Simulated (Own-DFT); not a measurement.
# One host, several defects: zincblende GaAs

Source: density functional calculations with Own-DFT, an unreviewed in-house program that is no longer used. Nothing was measured or relaxed, and spin and spin-orbit coupling are left out.

All runs used: PBE; PseudoDojo norm-conserving scalar-relativistic files; cutoff 42 hartree; 3 x 3 x 3 k mesh centred on Gamma; Fermi-Dirac smearing of 0.1 eV.

Limits (not all hold for every row): not probed for a lower state with spin; forces not confirmed at this smearing and k mesh; stress not checked against mesh or cutoff.

All runs share one cell, with vectors in Å (11.737, 0.000, 0.000); (0.000, 11.737, 0.000); (0.000, 0.000, 10.919) and a volume of 1504.3 Å³, strained against the parent crystal. The atoms are randomly displaced, by u rms on each axis. The defect's site can differ from row to row.

```
cell,formula,u (Å),P (GPa)
no defect,As32Ga32,0.0284,0.73
no defect,As32Ga32,0.0473,1.06
no defect,As32Ga32,0.0487,1.02
one In on a Ga site,As32Ga31In,0.0296,1.37
one In on a Ga site,As32Ga31In,0.0490,1.64
one In on a Ga site,As32Ga31In,0.0494,1.73
one Al on a Ga site,AlAs32Ga31,0.0316,0.76
one Al on a Ga site,AlAs32Ga31,0.0491,1.02
one Al on a Ga site,AlAs32Ga31,0.0501,1.09
one P on an As site,As31Ga32P,0.0301,0.52
one P on an As site,As31Ga32P,0.0318,0.52
one P on an As site,As31Ga32P,0.0505,0.86
one P on an As site,As31Ga32P,0.0540,?
one As vacancy and one Ga vacancy,As31Ga31,0.0273,0.46
one As vacancy and one Ga vacancy,As31Ga31,0.0297,0.45
one As vacancy and one Ga vacancy,As31Ga31,0.0458,0.82
```

## Analysis

P = P0 + c u² + a shift for each defect gives P0 = 0.55 GPa, c = 217 ± 14 GPa/Å² and a scatter of 0.04 GPa. The shifts, and each times the cell's volume:

- one In on a Ga site: 0.62 ± 0.03 GPa, 5.9 eV
- one Al on a Ga site: -0.01 ± 0.03 GPa, -0.1 eV (not resolved)
- one P on an As site: -0.23 ± 0.03 GPa, -2.2 eV
- one As vacancy and one Ga vacancy: -0.24 ± 0.03 GPa, -2.2 eV

Against the defect-free cell, a freed cell would be larger where the shift is positive and smaller where it is negative (160.2 GPa Å³ is 1 eV). The atoms around the defects weren't relaxed, which would change these numbers.

## Check

The question: what pressure belongs in the blank (one P on an As site, u = 0.0540 Å)?

From the fit: 0.94 ± 0.05 GPa. The run itself gave 0.89 GPa.
